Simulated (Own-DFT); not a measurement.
Simulation results for InP (zincblende, strained, atoms displaced)

All values are calculated (Own-DFT development build). A calculation, not a measurement: plane-wave PBE density functional theory by an unreviewed code, no spin, of a simulated periodic cell, stress positive in tension, free energy of the whole cell less one offset for each atom, forces on such cells moved up to 12 meV/angstrom on a denser k mesh; offsets are fitted by least squares, one for each functional and potential file, so energies compare only between cells with the same atoms and settings and are not formation energies; the far tail of each file's local potential was reset to the Coulomb form; each entry is a single point on an unrelaxed cell, so the pressure reflects the starting lattice, mostly measured values (interpolated for alloys), from which strain is counted, and rises with the displacements; printed positions are rounded, which can move forces by about a meV/angstrom; the program, named Own-DFT, is a retired in-house code; no spin-orbit coupling; before rounding, a Quantum ESPRESSO 7.3.1 run of the same cell and cutoff gave forces within 1 meV/angstrom rms on each cell, which checks the program and not the settings.

Common to all runs: functional PBE; potential files PseudoDojo norm-conserving, scalar-relativistic, standard set; wave cutoff 36 hartree; occupations Fermi-Dirac; smearing width 0.1 eV; k mesh 3 x 3 x 3 centred on Gamma.

(1) InP (zincblende, strained, atoms displaced)

```
CELL_PARAMETERS angstrom
11.30660 0.00000 0.00000
0.00000 11.30660 0.00000
0.00000 0.00000 12.12510
ATOMIC_POSITIONS crystal
In 0.00031 0.99897 0.99292
In 0.99944 0.24764 0.25165
In 0.25148 0.00381 0.24862
In 0.25371 0.25657 0.99820
P 0.11560 0.12785 0.12782
P 0.13003 0.37031 0.36877
P 0.37657 0.12869 0.37654
P 0.37735 0.36664 0.10984
In 0.99599 0.99785 0.50746
In 0.00259 0.24716 0.75714
In 0.25085 0.00504 0.74499
In 0.25046 0.24662 0.50489
P 0.13156 0.12941 0.62165
P 0.12956 0.36913 0.87598
P 0.37040 0.11201 0.87652
P 0.37050 0.38230 0.62724
In 0.00133 0.50053 0.99597
In 0.00337 0.74717 0.25292
In 0.25326 0.49721 0.25009
In 0.25015 0.75404 0.99731
P 0.12713 0.62691 0.13283
P 0.12966 0.87429 0.37669
P 0.37120 0.63454 0.37585
P 0.37812 0.87738 0.13382
In 0.99791 0.49686 0.49731
In 0.00419 0.74912 0.76004
In 0.25281 0.49047 0.75368
In 0.24802 0.74936 0.50221
P 0.12464 0.62229 0.62368
P 0.11856 0.87064 0.87132
P 0.37284 0.63157 0.87388
P 0.37107 0.87886 0.62157
In 0.50425 0.99300 0.00488
In 0.50250 0.25389 0.24767
In 0.75170 0.00003 0.25686
In 0.75240 0.25468 0.00295
P 0.62286 0.12498 0.13023
P 0.62327 0.37338 0.37842
P 0.87150 0.12535 0.37916
P 0.87284 0.37451 0.12460
In 0.49313 0.00310 0.50754
In 0.49683 0.25404 0.75257
In 0.74161 0.99669 0.75317
In 0.74680 0.25190 0.49713
P 0.62494 0.13034 0.62605
P 0.62677 0.37644 0.87644
P 0.87705 0.13367 0.87391
P 0.87140 0.36646 0.62052
In 0.50989 0.50264 0.00021
In 0.49950 0.75452 0.24691
In 0.74734 0.49926 0.25204
In 0.75962 0.75037 0.99279
P 0.62088 0.62050 0.13039
P 0.62172 0.87330 0.37798
P 0.88212 0.62984 0.37577
P 0.87877 0.86476 0.12616
In 0.49961 0.49726 0.50306
In 0.49874 0.74542 0.74707
In 0.74620 0.50388 0.74971
In 0.74340 0.74548 0.49877
P 0.62275 0.61905 0.62716
P 0.62462 0.87972 0.87688
P 0.87707 0.63309 0.87652
P 0.87371 0.87737 0.61606
```

- free energy of cell above offsets: -30.081 eV
- pressure: 7.02 GPa
- stress xx: -8.08 GPa
- stress yy: -7.94 GPa
- stress zz: -5.02 GPa
- stress yz: -0.25 GPa
- stress xz: 0.22 GPa
- stress xy: -0.34 GPa

Force:
| element | x (eV/Å) | y (eV/Å) | z (eV/Å) |
| --- | --- | --- | --- |
| In | -0.397 | 0.129 | 0.864 |
| In | -0.68 | 0.284 | 0.287 |
| In | -0.52 | 0.35 | 0.405 |
| In | -0.924 | -2.294 | -0.248 |
| P | 1.087 | -0.518 | -1.032 |
| P | -0.247 | 0.122 | 0.9 |
| P | 0.084 | 0.051 | -0.256 |
| P | 0.968 | 1.672 | 1.971 |
| In | 1.145 | 0.761 | -1.275 |
| In | 0.214 | 0.422 | -1.539 |
| In | -0.548 | -0.814 | 0.253 |
| In | 0.567 | 1.006 | -1.066 |
| P | -1.501 | -0.576 | 0.852 |
| P | -0.69 | 0.794 | -0.054 |
| P | 0.731 | 1.073 | 0.472 |
| P | 0.662 | -1.158 | -0.507 |
| In | 0.226 | 0.09 | 0.725 |
| In | 0.304 | 0.675 | 0.104 |
| In | 0.651 | -0.038 | -0.374 |
| In | -0.125 | 0.081 | 0.916 |
| P | 0.254 | -0.453 | -1.355 |
| P | -0.554 | 0.635 | -0.06 |
| P | 0.77 | -1.146 | -0.148 |
| P | -0.798 | 0.044 | -1.408 |
| In | 0.36 | -0.338 | 0.12 |
| In | -0.719 | -0.402 | -2.686 |
| In | -0.695 | 1.545 | 0.205 |
| In | -0.243 | 0.067 | 0.199 |
| P | -0.153 | -0.253 | 0.755 |
| P | 1.689 | 1.494 | 0.579 |
| P | 0.281 | -0.932 | 0.297 |
| P | 0.124 | -0.906 | 0.802 |
| In | -0.45 | 0.705 | 0.238 |
| In | -0.601 | -0.041 | 0.213 |
| In | -0.029 | -0.56 | -0.67 |
| In | -0.533 | -0.694 | -0.041 |
| P | 0.768 | -0.213 | -0.581 |
| P | -0.214 | 0.52 | -0.456 |
| P | 0.653 | 0.02 | -0.049 |
| P | 0.591 | 0.59 | 0.415 |
| In | 0.858 | 0.262 | -0.799 |
| In | -0.228 | -0.478 | 0.114 |
| In | 1.176 | 0.814 | -0.857 |
| In | -0.078 | -0.589 | 0.185 |
| P | -0.288 | -0.215 | 0.224 |
| P | 0.075 | -0.165 | -0.275 |
| P | -1.02 | -1.273 | 0.393 |
| P | 0.617 | 0.872 | 1.029 |
| In | -1.039 | 0.111 | -0.436 |
| In | 0.374 | -0.649 | 0.837 |
| In | 0.591 | 0.174 | 0.369 |
| In | -1.551 | 0.405 | 1.443 |
| P | 0.816 | 1.013 | -0.472 |
| P | -0.231 | 0.437 | 0.1 |
| P | -1.157 | -0.747 | 0.11 |
| P | -0.245 | 1.229 | 0.01 |
| In | -0.547 | 0.532 | -0.801 |
| In | -0.085 | 0.939 | -0.012 |
| In | 1.072 | -0.654 | 0.199 |
| In | 0.421 | 0.052 | 0.035 |
| P | 0.048 | 0.641 | -0.396 |
| P | -0.208 | -1.407 | -0.05 |
| P | -0.024 | -1.912 | -0.794 |
| P | -0.856 | -1.189 | 2.079 |

(2) InP (zincblende, strained, atoms displaced)

```
CELL_PARAMETERS angstrom
11.30660 0.00000 0.00000
0.00000 11.30660 0.00000
0.00000 0.00000 12.12510
ATOMIC_POSITIONS crystal
In 0.99791 0.00046 0.00209
In 0.00480 0.24741 0.25095
In 0.24973 0.00685 0.24483
In 0.24085 0.24326 0.99851
P 0.13090 0.11752 0.12375
P 0.12458 0.37521 0.36768
P 0.37586 0.13056 0.36787
P 0.38134 0.37186 0.12458
In 0.99706 0.00299 0.49802
In 0.00240 0.25421 0.75196
In 0.24793 0.99998 0.75007
In 0.24979 0.24977 0.49948
P 0.13218 0.12278 0.62096
P 0.12624 0.37536 0.86928
P 0.37917 0.12377 0.87959
P 0.37523 0.37751 0.62915
In 0.99832 0.50827 0.99713
In 0.00002 0.75138 0.24395
In 0.25345 0.50462 0.25721
In 0.24437 0.75207 0.99728
P 0.12238 0.62840 0.12784
P 0.13351 0.88073 0.38152
P 0.37575 0.62203 0.37306
P 0.37714 0.87996 0.12679
In 0.00598 0.50173 0.50579
In 0.99942 0.74723 0.75340
In 0.25712 0.50264 0.74854
In 0.24757 0.74621 0.50325
P 0.12025 0.62830 0.62753
P 0.12190 0.87402 0.87480
P 0.36898 0.62685 0.87671
P 0.37558 0.87433 0.62587
In 0.50331 0.00537 0.99921
In 0.50477 0.25692 0.24949
In 0.75900 0.99661 0.25250
In 0.75208 0.24535 0.99889
P 0.62354 0.12435 0.11865
P 0.62723 0.37316 0.37683
P 0.87893 0.12746 0.38100
P 0.87424 0.38430 0.11964
In 0.50005 0.00126 0.50121
In 0.48715 0.24165 0.74277
In 0.74511 0.99332 0.74970
In 0.75507 0.25138 0.50368
P 0.62338 0.12402 0.62147
P 0.62104 0.37226 0.88257
P 0.87737 0.12557 0.87894
P 0.87537 0.37529 0.61912
In 0.50227 0.51249 0.99985
In 0.49790 0.75538 0.24495
In 0.75025 0.50124 0.24914
In 0.75371 0.74881 0.00219
P 0.62669 0.63467 0.12724
P 0.62981 0.87264 0.37799
P 0.86954 0.62366 0.37526
P 0.87131 0.87821 0.11484
In 0.50026 0.50211 0.49110
In 0.50060 0.74689 0.75364
In 0.74718 0.49788 0.75285
In 0.74428 0.75275 0.49850
P 0.62520 0.63117 0.62321
P 0.62749 0.87587 0.87490
P 0.87098 0.62537 0.86906
P 0.87606 0.86832 0.63101
```

- free energy of cell above offsets: -30.707 eV
- pressure: 6.87 GPa
- stress xx: -7.89 GPa
- stress yy: -7.91 GPa
- stress zz: -4.8 GPa
- stress yz: 0.2 GPa
- stress xz: -0.26 GPa
- stress xy: -0.09 GPa

Force:
| element | x (eV/Å) | y (eV/Å) | z (eV/Å) |
| --- | --- | --- | --- |
| In | 0.47 | 0.105 | -0.544 |
| In | -0.636 | 0.179 | -0.949 |
| In | 0.742 | -0.982 | 1.286 |
| In | 0.973 | 1.004 | -0.132 |
| P | -1.541 | 0.798 | -0.213 |
| P | 0.144 | 0.264 | 1.221 |
| P | 0.284 | -0.269 | 0.67 |
| P | -1.06 | 0.861 | -0.553 |
| In | 0.439 | -0.9 | 1.012 |
| In | -0.361 | -0.762 | -0.815 |
| In | 0.441 | -0.134 | 0.304 |
| In | 0.303 | 0.469 | -0.412 |
| P | -0.992 | 0.31 | 0.555 |
| P | 0.225 | 0.699 | 0.874 |
| P | -1.082 | -0.077 | -0.558 |
| P | 0.087 | 0.167 | -1.438 |
| In | 0.413 | -0.355 | -0.251 |
| In | -0.443 | 0.708 | 1.224 |
| In | -0.254 | -0.865 | -1.63 |
| In | 0.365 | 0.219 | 0.832 |
| P | 0.784 | -0.576 | -0.46 |
| P | -0.708 | -0.324 | -1.053 |
| P | 0.19 | 1.45 | 0.343 |
| P | -0.506 | -0.088 | -0.905 |
| In | -0.491 | -0.188 | -1.239 |
| In | 0.012 | 0.306 | 0.066 |
| In | -0.836 | 0.045 | 0.035 |
| In | 0.516 | 0.198 | -0.154 |
| P | 0.835 | -0.362 | 0.31 |
| P | -0.069 | 0.469 | -0.071 |
| P | 0.436 | 0.228 | 0.044 |
| P | 0.028 | -0.181 | 0.105 |
| In | -0.065 | -1.056 | -0.056 |
| In | 0.184 | -0.671 | -0.221 |
| In | -0.742 | 0.528 | -0.183 |
| In | -0.023 | 0.699 | 0.33 |
| P | 0.849 | 0.163 | 1.64 |
| P | 0.493 | 0.111 | -0.085 |
| P | -0.469 | 0.152 | -1.061 |
| P | 0.248 | -1.131 | 0.465 |
| In | -0.442 | -0.168 | -0.799 |
| In | 1.193 | 0.436 | 0.787 |
| In | 0.687 | 0.833 | -0.212 |
| In | -0.757 | -0.257 | -0.35 |
| P | 0.442 | 0.192 | 0.515 |
| P | -0.265 | -0.042 | -1.082 |
| P | -0.064 | -0.243 | -1.144 |
| P | 0.29 | 0.347 | 1.252 |
| In | -0.124 | -0.761 | 0.336 |
| In | 0.165 | -0.018 | 0.953 |
| In | -0.255 | -0.123 | 0.001 |
| In | -0.481 | -0.095 | -0.932 |
| P | 0.009 | -0.667 | -0.003 |
| P | -0.973 | 0.841 | -0.915 |
| P | 0.907 | 0.4 | 0.214 |
| P | 0.555 | -0.191 | 1.348 |
| In | 0.348 | -0.262 | 1.249 |
| In | -0.133 | 0.381 | -0.144 |
| In | -0.568 | -0.525 | -0.539 |
| In | 1.151 | -0.414 | 0.534 |
| P | -0.327 | -1.046 | 0.248 |
| P | -0.528 | -0.546 | 0.629 |
| P | 0.078 | 0.01 | 0.665 |
| P | -0.088 | 0.706 | -0.948 |

(3) InP (zincblende, strained, atoms displaced)

```
CELL_PARAMETERS angstrom
11.30660 0.00000 0.00000
0.00000 11.30660 0.00000
0.00000 0.00000 12.12510
ATOMIC_POSITIONS crystal
In 0.99856 0.00490 0.00195
In 0.99552 0.25098 0.25549
In 0.24741 0.99995 0.25126
In 0.25223 0.24793 0.99928
P 0.13079 0.12940 0.12689
P 0.12754 0.38310 0.37695
P 0.37374 0.11836 0.37715
P 0.37371 0.37123 0.12744
In 0.99851 0.00113 0.50021
In 0.99547 0.24786 0.74614
In 0.25898 0.00717 0.75613
In 0.25305 0.25009 0.49468
P 0.12320 0.13415 0.62714
P 0.12418 0.37371 0.87843
P 0.37403 0.12958 0.87840
P 0.37445 0.37571 0.62434
In 0.00605 0.49155 0.99724
In 0.00046 0.75465 0.24718
In 0.25272 0.50221 0.25455
In 0.25219 0.75352 0.99774
P 0.12391 0.62262 0.12872
P 0.12662 0.87701 0.37610
P 0.37155 0.61966 0.36910
P 0.37442 0.87055 0.12853
In 0.00019 0.50601 0.49923
In 0.00440 0.75061 0.75259
In 0.24532 0.50359 0.74701
In 0.25604 0.74492 0.49486
P 0.13045 0.62361 0.62023
P 0.12535 0.88706 0.87993
P 0.37579 0.62954 0.88281
P 0.37863 0.87702 0.62455
In 0.49973 0.00656 0.00022
In 0.49338 0.25285 0.25746
In 0.74449 0.99913 0.24814
In 0.75208 0.24489 0.99899
P 0.63330 0.12576 0.12300
P 0.62424 0.37012 0.37167
P 0.87086 0.12571 0.37671
P 0.87640 0.37686 0.12491
In 0.49897 0.01089 0.49967
In 0.49679 0.24840 0.74625
In 0.74831 0.00425 0.75398
In 0.75387 0.24915 0.49821
P 0.62953 0.12319 0.62600
P 0.62965 0.37483 0.86484
P 0.87500 0.13048 0.87089
P 0.87772 0.36530 0.62319
In 0.49624 0.50028 0.00087
In 0.50834 0.75258 0.24728
In 0.74214 0.49552 0.25114
In 0.75326 0.74822 0.98986
P 0.62863 0.61985 0.12563
P 0.63195 0.87904 0.37210
P 0.87494 0.63114 0.37045
P 0.87276 0.88085 0.11965
In 0.49633 0.49675 0.49948
In 0.49795 0.74946 0.74712
In 0.74793 0.49791 0.74931
In 0.74427 0.75770 0.50220
P 0.62403 0.62262 0.61948
P 0.61963 0.87256 0.87195
P 0.87844 0.62877 0.87942
P 0.86914 0.87008 0.62442
```

- free energy of cell above offsets: -30.936 eV
- pressure: 6.83 GPa
- stress xx: -7.86 GPa
- stress yy: -7.78 GPa
- stress zz: -4.85 GPa
- stress yz: 0.31 GPa
- stress xz: -0.07 GPa
- stress xy: 0.09 GPa

Force:
| element | x (eV/Å) | y (eV/Å) | z (eV/Å) |
| --- | --- | --- | --- |
| In | 0.034 | 0.606 | 0.112 |
| In | 0.566 | 0.288 | -0.278 |
| In | 0.19 | -0.314 | -0.404 |
| In | -0.363 | 0.606 | 0.364 |
| P | -0.811 | -0.084 | 0.219 |
| P | -0.377 | -0.822 | -0.088 |
| P | -0.3 | 0.669 | -0.641 |
| P | -0.026 | 0.386 | -0.171 |
| In | 0.057 | -0.089 | 0.486 |
| In | 0.687 | 0.474 | 0.828 |
| In | -0.942 | -0.482 | -1.081 |
| In | -0.493 | 0.266 | 0.424 |
| P | 0.858 | -1.132 | -0.478 |
| P | 0.554 | -0.595 | -1.305 |
| P | 0.889 | 0.147 | -0.192 |
| P | -0.345 | -0.177 | 0.162 |
| In | -0.636 | 1.105 | 0.885 |
| In | -0.073 | 0.147 | -0.211 |
| In | -0.777 | -0.651 | -1.413 |
| In | -0.921 | 0.008 | 0.701 |
| P | 0.295 | 0.226 | -0.674 |
| P | -0.231 | -0.27 | 0.228 |
| P | 1.764 | 1.052 | 0.665 |
| P | 0.25 | 0.835 | -0.247 |
| In | -0.642 | -0.295 | -0.045 |
| In | 0.143 | 0.276 | -0.273 |
| In | 0.622 | -0.354 | 0.933 |
| In | -0.089 | 0.731 | 0.277 |
| P | -0.582 | 0.794 | 0.399 |
| P | 0.239 | -0.717 | -0.66 |
| P | -0.156 | -0.537 | -1.382 |
| P | -0.496 | 0.129 | -0.299 |
| In | 0.116 | -0.766 | 0.445 |
| In | 0.332 | -0.86 | -0.925 |
| In | 1.055 | 0.31 | -0.233 |
| In | 0.084 | 1.151 | -0.173 |
| P | -1.457 | 0.365 | 0.471 |
| P | -0.023 | 0.221 | 1.106 |
| P | 0.312 | -0.671 | -0.531 |
| P | -0.324 | -0.313 | 0.019 |
| In | 0.814 | -1.219 | 0.375 |
| In | 0.398 | 0.127 | 0.065 |
| In | 0.211 | -0.853 | -0.089 |
| In | -0.715 | 0.125 | 0.21 |
| P | -0.341 | 0.529 | -0.248 |
| P | -1.005 | -0.513 | 1.539 |
| P | 0.199 | -0.676 | 0.499 |
| P | -0.332 | 1.782 | -0.286 |
| In | 0.665 | -0.604 | -0.033 |
| In | -0.244 | -0.431 | 0.32 |
| In | 1.131 | 0.317 | 0.013 |
| In | -0.812 | 0.593 | 1.263 |
| P | -0.117 | 0.659 | -0.74 |
| P | -1.367 | -0.035 | 0.654 |
| P | -0.611 | -0.338 | 0.475 |
| P | -0.151 | -0.559 | 0.315 |
| In | 0.274 | 0.123 | -0.438 |
| In | 0.107 | -0.461 | -0.032 |
| In | 1.062 | 0.697 | -0.68 |
| In | 0.304 | -0.987 | -0.59 |
| P | -0.082 | 0.06 | 0.369 |
| P | 0.184 | 0.463 | 0.341 |
| P | 0.575 | -1.308 | -1.096 |
| P | 0.869 | 0.846 | 0.777 |

(4) InP (zincblende, strained, atoms displaced)

```
CELL_PARAMETERS angstrom
11.30660 0.00000 0.00000
0.00000 11.30660 0.00000
0.00000 0.00000 12.12510
ATOMIC_POSITIONS crystal
In 0.00095 0.99191 0.99580
In 0.99902 0.25559 0.24995
In 0.24870 0.00069 0.24956
In 0.24447 0.24232 0.00110
P 0.12450 0.11700 0.12009
P 0.13659 0.37788 0.38099
P 0.37797 0.12556 0.37355
P 0.36676 0.37865 0.12134
In 0.99990 0.98917 0.49983
In 0.00033 0.24838 0.74785
In 0.25263 0.99293 0.75156
In 0.25105 0.25060 0.49608
P 0.12157 0.11804 0.62877
P 0.12747 0.38041 0.87421
P 0.37645 0.13022 0.87723
P 0.37996 0.37373 0.62946
In 0.00011 0.50088 0.00226
In 0.99860 0.75352 0.24781
In 0.24475 0.50277 0.24244
In 0.24699 0.75061 0.99657
P 0.12507 0.61892 0.12553
P 0.12284 0.87832 0.37460
P 0.36550 0.62696 0.38695
P 0.37877 0.86970 0.12074
In 0.99818 0.50210 0.50047
In 0.00585 0.75191 0.75465
In 0.25131 0.50228 0.75425
In 0.25208 0.75604 0.49683
P 0.12713 0.62258 0.62632
P 0.12238 0.87375 0.87169
P 0.37411 0.62409 0.87630
P 0.37733 0.87436 0.62999
In 0.49968 0.00246 0.00435
In 0.49739 0.24785 0.24781
In 0.74766 0.00229 0.24778
In 0.75146 0.25216 0.99168
P 0.62353 0.12357 0.12902
P 0.62015 0.37533 0.37785
P 0.86965 0.12355 0.37770
P 0.86661 0.37829 0.12612
In 0.51163 0.00738 0.50613
In 0.50232 0.25151 0.74868
In 0.74648 0.00408 0.74943
In 0.74238 0.25012 0.49709
P 0.62489 0.12388 0.62132
P 0.63069 0.37707 0.87263
P 0.86666 0.12560 0.87641
P 0.87289 0.37447 0.62924
In 0.50422 0.50429 0.00355
In 0.50438 0.74862 0.25015
In 0.75462 0.50146 0.25409
In 0.74917 0.75081 0.00249
P 0.62980 0.62185 0.12256
P 0.61859 0.87183 0.38256
P 0.87940 0.62095 0.36333
P 0.86962 0.86638 0.12134
In 0.49641 0.49619 0.49877
In 0.49871 0.75222 0.75405
In 0.75276 0.49626 0.75696
In 0.75066 0.74665 0.49627
P 0.62395 0.63122 0.62348
P 0.62616 0.87529 0.87715
P 0.87656 0.62585 0.87642
P 0.87958 0.87340 0.62531
```

* free energy of cell above offsets: -30.646 eV
* pressure: 6.9 GPa
* stress xx: -7.89 GPa
* stress yy: -7.95 GPa
* stress zz: -4.86 GPa
* stress yz: -0.32 GPa
* stress xz: -0.36 GPa
* stress xy: 0.2 GPa

Force:
| element | x (eV/Å) | y (eV/Å) | z (eV/Å) |
| --- | --- | --- | --- |
| In | -0.897 | 0.43 | 0.264 |
| In | 0.21 | -0.356 | 0.269 |
| In | 0.631 | -0.293 | -0.169 |
| In | 0.134 | 0.881 | -0.392 |
| P | -0.763 | 0.357 | 0.712 |
| P | -1.427 | 0.318 | -0.992 |
| P | -0.106 | -0.563 | 0.408 |
| P | 0.842 | -0.575 | 0.019 |
| In | -0.319 | 1.292 | 0.129 |
| In | 0.061 | 0.102 | 0.559 |
| In | 0.113 | 0.96 | 0.123 |
| In | 0.391 | -0.803 | 1.386 |
| P | 0.589 | 0.232 | -0.641 |
| P | -0.573 | -0.938 | 0.352 |
| P | 0.076 | -0.645 | -0.356 |
| P | -0.873 | 0.097 | -0.354 |
| In | -0.343 | -0.355 | -0.264 |
| In | 0.574 | -0.156 | -0.262 |
| In | 0.975 | -0.195 | 1.538 |
| In | 0.045 | -0.286 | 0.39 |
| P | -0.571 | 1.606 | -0.527 |
| P | 0.342 | -0.483 | -0.576 |
| P | 1.038 | -0.787 | -2.126 |
| P | -0.593 | 0.167 | 0.621 |
| In | 0.07 | -0.306 | 0.135 |
| In | -0.78 | -0.937 | -1.012 |
| In | 0.252 | -0.236 | -0.712 |
| In | -0.757 | 0.405 | 1.25 |
| P | -0.016 | 0.597 | -0.212 |
| P | 0.783 | 0.271 | 0.64 |
| P | 0.416 | 0.194 | 0.205 |
| P | 0.16 | 0.323 | -0.9 |
| In | 0.044 | -0.038 | -0.564 |
| In | -0.182 | 0.814 | -0.206 |
| In | 0.129 | -0.805 | 0.6 |
| In | -0.54 | -0.039 | 1.482 |
| P | 0.322 | 0.718 | -0.872 |
| P | 0.175 | 0.156 | -0.967 |
| P | 0.736 | 0.018 | -0.229 |
| P | 0.707 | -0.573 | -0.454 |
| In | -1.991 | -1.204 | -0.981 |
| In | 0.193 | -0.257 | 0.374 |
| In | 0.286 | -0.73 | -0.223 |
| In | 0.802 | 0.319 | 0.381 |
| P | 0.745 | 1.124 | 1.469 |
| P | -1.345 | -0.199 | 0.57 |
| P | 1.407 | -0.522 | -0.392 |
| P | -0.098 | -0.105 | -0.885 |
| In | -0.546 | -0.708 | -0.549 |
| In | -0.611 | -0.521 | 0.311 |
| In | -1.345 | -0.663 | -0.321 |
| In | -0.303 | -0.616 | -1.07 |
| P | -0.06 | 0.251 | 0.939 |
| P | 0.723 | 0.397 | -0.919 |
| P | 0.265 | 0.791 | 1.668 |
| P | 0.661 | 1.384 | 0.723 |
| In | 0.104 | 0.735 | 0.63 |
| In | 0.303 | -0.348 | -0.025 |
| In | 0.062 | 1.227 | -1.18 |
| In | 0.576 | -0.059 | 0.156 |
| P | 0.1 | -0.993 | 0.468 |
| P | -0.151 | 0.308 | 0.001 |
| P | 0 | 0.225 | 0.126 |
| P | -0.853 | -0.405 | 0.435 |
